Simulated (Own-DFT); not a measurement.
# One host, several defects: C11b WSi2

Source: density functional calculations with Own-DFT, an unreviewed in-house program that is no longer used. Nothing was measured or relaxed, and spin and spin-orbit coupling are left out.

Method: PBE; PseudoDojo norm-conserving scalar-relativistic files; cutoff 50 hartree; 5 x 5 x 5 k mesh centred on Gamma; cold (Marzari-Vanderbilt) smearing of 0.2 eV.

Keep in mind: forces on such cells failed a check on a denser k mesh; stress not checked against mesh or cutoff.

All runs share one cell, with vectors in Å (-2.148, -5.953, 3.409); (-6.444, 2.976, 1.136); (-2.553, -2.948, -6.757) and a volume of 403.2 Å³. Atoms were moved at random from their sites; u is the rms move along one axis. The defect's site can differ from row to row.

| cell | formula | u (Å) | P (GPa) |
|---|---|---|---|
| no defect | Si20W10 | 0.0194 | 4.38 |
| no defect | Si20W10 | 0.0202 | 4.58 |
| no defect | Si20W10 | 0.0545 | 6.48 |
| one Si on a W site | Si21W9 | 0.0279 | 5.85 |
| one Si on a W site | Si21W9 | 0.0470 | 7.07 |
| one Si on a W site | Si21W9 | 0.0484 | 7.43 |
| one W vacancy | Si20W9 | 0.0269 | 3.80 |
| one W vacancy | Si20W9 | 0.0495 | 4.29 |
| one W vacancy | Si20W9 | 0.0554 | 5.54 |
| one Si vacancy | Si19W10 | 0.0339 | 3.35 |
| one Si vacancy | Si19W10 | 0.0442 | 4.29 |
| one Si vacancy | Si19W10 | 0.0525 | 5.05 |
| one W on a Si site | Si19W11 | 0.0291 | 10.10 |
| one W on a Si site | Si19W11 | 0.0323 | 9.92 |
| one W on a Si site | Si19W11 | 0.0495 | 11.06 |
| one W on a Si site | Si19W11 | 0.0525 | ? |

## Analysis

P = P0 + c u² + a shift for each defect gives P0 = 4.17 GPa, c = 782 ± 82 GPa/Å² and a scatter of 0.28 GPa. The shifts, and each times the cell's volume:

- one W on a Si site: 5.06 ± 0.23 GPa, 12.7 eV
- one Si on a W site: 1.23 ± 0.23 GPa, 3.1 eV
- one W vacancy: -1.25 ± 0.24 GPa, -3.2 eV
- one Si vacancy: -1.46 ± 0.24 GPa, -3.7 eV

A positive shift means that the defect pushes the cell outwards. Shift times volume (160.2 GPa Å³ is 1 eV) depends little on the cell's size, so, taken for each site, it can be compared between cells at like pressure. The atoms around the defects weren't relaxed, which would change these numbers.

## Withheld run

Asked: what pressure belongs in the blank (one W on a Si site, u = 0.0525 Å)?

From the fit: 11.39 ± 0.34 GPa. DFT gave 12.33 GPa.
